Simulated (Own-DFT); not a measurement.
# Computed records: Hf36O71 (tetragonal hafnia with one neutral oxygen vacancy, atoms displaced)

Computed with Own-DFT development build. A calculation, not a measurement: plane-wave PBE and HSE06 DFT by an unreviewed code, no spin, of a simulated cell at Gamma alone, so results move with cell size and shape, stress positive in tension, energies less offsets, not probed for a lower state with spin; hafnium file: forces about 75 meV/angstrom off all-electron values; oxygen file: force components 24 meV/angstrom off all-electron in a glass; k mesh not checked against a denser one; forces and stress are PBE's, HSE06 gives the energy alone, and its difference from PBE has offsets of its own; offsets are fitted by least squares, one for each functional and potential file, so energies compare only between cells with the same atoms and settings and are not formation energies; the far tail of each file's local potential was reset to the Coulomb form; each entry is a single point on an unrelaxed cell, so the pressure reflects the starting lattice, taken from the Materials Project, from which strain is counted, and rises with the displacements; printed positions are rounded, which can move forces by about a meV/angstrom; the program is a retired in-house code; no spin-orbit coupling.

```xyz
107
Lattice="10.7800 0.0000 0.0000 0.0000 10.7800 0.0000 0.0000 0.0000 10.4493" Properties=species:S:1:pos:R:3:force_x:R:1:force_y:R:1:force_z:R:1 formula=Hf36O71 first_functional=PBE second_functional=HSE06 exact_exchange_share=0.25 screening=0.11 exchange_divergence=Gygi-Baldereschi potential_files=PseudoDojo_norm-conserving,scalar-relativistic,made_for_PBE,standard_set wave_cutoff=48 occupations=fixed k_mesh=1_x_1_x_1_centred_on_Gamma PBE_energy_of_cell_above_offsets=-100.647 HSE06_less_PBE_above_offsets=-0.120 PBE_pressure=0.87 PBE_stress_xx=-0.66 PBE_stress_yy=-0.51 PBE_stress_zz=-1.44 PBE_stress_yz=0.26 PBE_stress_xz=0.59 PBE_stress_xy=0.03
Hf     0.0484     0.0051    10.4343     -1.303      0.088     -0.024
Hf     1.7779     1.7408     2.6481      0.564      1.593     -0.393
O     10.7715     1.7530     1.6017      0.486      0.075      -0.06
O      1.7406     0.0711     3.6566      0.621     -1.812     -0.261
O     10.7230     1.7141     4.2078     -0.032      1.974     -0.094
O      1.7823    10.7341     1.0279       0.68      0.147      0.081
Hf    10.7064    10.7735     5.2146      1.474      0.109     -0.007
Hf     1.8180     1.7786     7.8354     -1.022      1.171     -0.631
O      0.0136     1.7972     6.8608      -0.18      0.185     -0.201
O      1.7793    10.7714     8.8269      0.274       0.39      1.322
O      0.0021     1.7875     9.4635      0.394     -0.174     -0.072
O      1.8157     0.0161     6.2340     -0.457     -0.232      0.083
Hf     0.0383     3.5776    10.4400     -0.788      0.263      0.141
Hf     1.8591     5.4098     2.5992     -0.526     -0.693     -0.221
O     10.7679     5.3982     1.5945      0.695     -0.051      0.317
O      1.8197     3.5821     3.6309     -0.477      -0.03     -0.231
O     10.7778     5.3799     4.2346     -0.465       0.23     -0.749
O      1.7721     3.6158     1.0193      0.519      0.067       -0.1
Hf    10.7256     3.6053     5.1985      1.133     -0.562      0.639
Hf     1.8024     5.3979     7.8498       0.77      0.011     -0.411
O      0.0560     5.3784     6.7546     -1.578      0.512      0.867
O      1.7740     3.6149     8.8374     -0.033     -0.661      0.564
O     10.7673     5.4141     9.4712     -0.344     -0.349     -0.538
O      1.7857     3.6653     6.2596     -0.153     -0.501     -0.705
Hf    10.7711     7.1797     0.0238      1.254     -0.296     -0.275
Hf     1.7510     8.9777     2.6201      0.337      0.259      0.237
O      0.0284     8.9945     1.5378     -0.365      -0.15       0.32
O      1.7324     7.1860     3.6253      0.323      0.033      0.021
O      0.0195     9.0246     4.1570     -0.151     -1.033      0.072
O      1.8109     7.1571     1.0162     -0.263      0.154      0.288
Hf     0.0102     7.1730     5.2305      0.292      0.116       0.12
Hf     1.7458     9.0465     7.8791      0.718     -1.918     -1.189
O      0.0129     8.9531     6.7912       0.04      0.132      0.155
O      1.7846     7.1743     8.8862     -0.124      1.187     -0.485
O     10.7329     8.9533     9.4228      0.349      0.621     -0.445
O      1.8097     7.1660     6.2148     -0.026      0.323     -0.034
Hf     3.5445    10.7776     0.0187       1.47      0.531      0.207
Hf     5.4186     1.8108     2.6009     -1.019      0.155      0.887
O      3.6023     1.8095     1.5918     -0.709     -0.302      -0.07
O      5.3546     0.0048     3.6349      0.236      0.026      0.548
O      3.6291     1.8380     4.1750     -0.362     -0.925      0.702
O      5.3799     0.0063     1.0177     -0.451     -0.198     -0.348
Hf     3.6174    10.7656     5.2074       0.03      0.762      0.276
Hf     5.3892     1.7648     7.8309      0.255      1.383     -0.183
O      3.5335     1.8432     6.8723       1.36     -0.607     -0.535
O      5.4004     0.0335     8.8081     -0.419     -1.029      -0.19
O      3.6486     1.8570     9.4760     -0.788     -2.129     -0.554
Hf     3.5776     3.5686    10.4164      0.299      1.565      0.467
Hf     5.3801     5.3645     2.5301      0.741     -0.102      1.188
O      3.6249     5.4070     1.5858     -0.666     -0.137     -0.149
O      5.4117     3.5526     3.6692     -0.044      0.928     -0.496
O      3.5969     5.3418     4.2118     -0.279      1.637     -0.635
O      5.4001     3.5906     1.0449     -0.328      0.071     -0.059
Hf     3.5737     3.6269     5.1861      0.175     -0.953      1.212
Hf     5.4003     5.3365     7.8547     -0.888      0.535      0.186
O      3.6036     5.4033     6.8529     -0.187      0.119     -0.489
O      5.3508     3.5763     8.8880      0.437      0.019       0.14
O      3.5909     5.4184     9.3829     -0.153     -0.482      1.008
O      5.3903     3.6166     6.3051     -0.077     -0.106     -0.538
Hf     3.6324     7.2485     0.0005       0.22     -1.622     -0.285
Hf     5.3621     9.0020     2.6016      0.113     -0.478       0.64
O      3.5961     8.9299     1.6218     -0.778       0.36     -0.384
O      5.3861     7.1636     3.5492     -0.182      0.031      0.741
O      3.6003     9.0015     4.1952     -0.341     -0.289      0.076
O      5.4168     7.1747     1.0343      0.042      0.129      -0.54
Hf     3.5936     7.1966     5.2143      0.564     -0.507      0.421
Hf     5.3824     9.0198     7.7959     -0.047     -0.977      0.779
O      3.5971     9.0294     6.7972     -0.135      0.164      0.252
O      5.3527     7.1824     8.8817      0.347      0.477     -0.451
O      3.6404     8.9728     9.4678     -0.536      1.393     -0.468
O      5.3935     7.1393     6.2380     -0.423      0.441     -0.527
Hf     7.2180    10.7781     0.0543     -0.307      0.058     -1.178
Hf     8.9884     1.7714     2.6167     -0.207      0.413      0.379
O      7.1534     1.7954     1.6207      1.087     -0.294     -0.873
O      8.9912    10.7718     3.6473     -0.251     -0.761      -0.65
O      7.1970     1.8133     4.1785     -0.085     -0.977      0.677
O      9.0258     0.0041     0.9705     -0.431     -0.253      0.798
Hf     7.1465    10.7523     5.2329     -0.027      0.475      -0.44
Hf     8.9688     1.7765     7.8497      0.116     -0.046      0.396
O      7.2090     1.8111     6.8246     -0.502     -0.522     -0.321
O      8.9758     0.0044     8.8887      0.327     -0.411     -0.791
O      7.1854     1.7503     9.3879     -0.004      0.658      1.006
O      9.0178     0.0515     6.2202     -1.475     -0.529      0.698
Hf     7.1934     3.6015     0.0704      0.191      -0.21     -1.021
Hf     9.0401     5.4180     2.6156     -1.007     -1.059     -0.006
O      7.1740     5.4048     1.5628       0.94     -0.147      0.212
O      8.8974     3.5798     3.6207      1.021      0.211     -0.066
O      7.1994     5.3441     4.2218      0.034       1.22     -0.143
O      8.9805     3.5558     1.0505      0.314      0.098     -0.197
Hf     7.1888     3.6115     5.2303     -0.913     -0.682     -0.277
Hf     8.9771     5.3947     7.8435      0.146       -0.6     -0.159
O      7.1562     5.4262     6.8197      1.221     -0.092      0.237
O      9.0026     3.5570     8.9083      -0.17      0.827     -0.769
O      7.1731     5.4268     9.4487      0.453     -0.715     -0.106
O      8.9738     3.6486     6.2150      0.192      0.024      0.664
Hf     7.2210     7.2060     0.0020     -0.932     -0.136     -0.132
Hf     9.0029     8.9502     2.5707     -0.398      0.814      0.533
O      7.1180     9.0022     1.6385      1.808      0.037     -0.828
O      8.9644     7.1927     3.5945      0.235      0.146      0.666
O      7.1617     8.9785     4.1808      0.118      0.046       0.48
O      9.0486     7.1763     1.0749     -1.249      0.442     -0.395
Hf     7.1788     7.1656     5.2202     -0.574      -0.06     -0.228
Hf     9.0290     8.9571     7.8263     -1.098      0.695      0.197
O      7.1229     8.9716     6.7695      0.917      0.831      0.133
O      8.9587     7.2156     8.8312      0.161     -0.725      0.382
O      7.2149     8.9814     9.4101     -0.091      0.323      0.494
O      8.9683     7.2299     6.2615       0.32      -0.17     -0.312
```

Units: screening in 1/bohr; wave_cutoff in hartree; PBE_energy_of_cell_above_offsets, HSE06_less_PBE_above_offsets in eV; PBE_pressure, PBE_stress_xx, PBE_stress_yy, PBE_stress_zz, PBE_stress_yz, PBE_stress_xz, PBE_stress_xy in GPa; force_x, force_y, force_z in eV/Å.
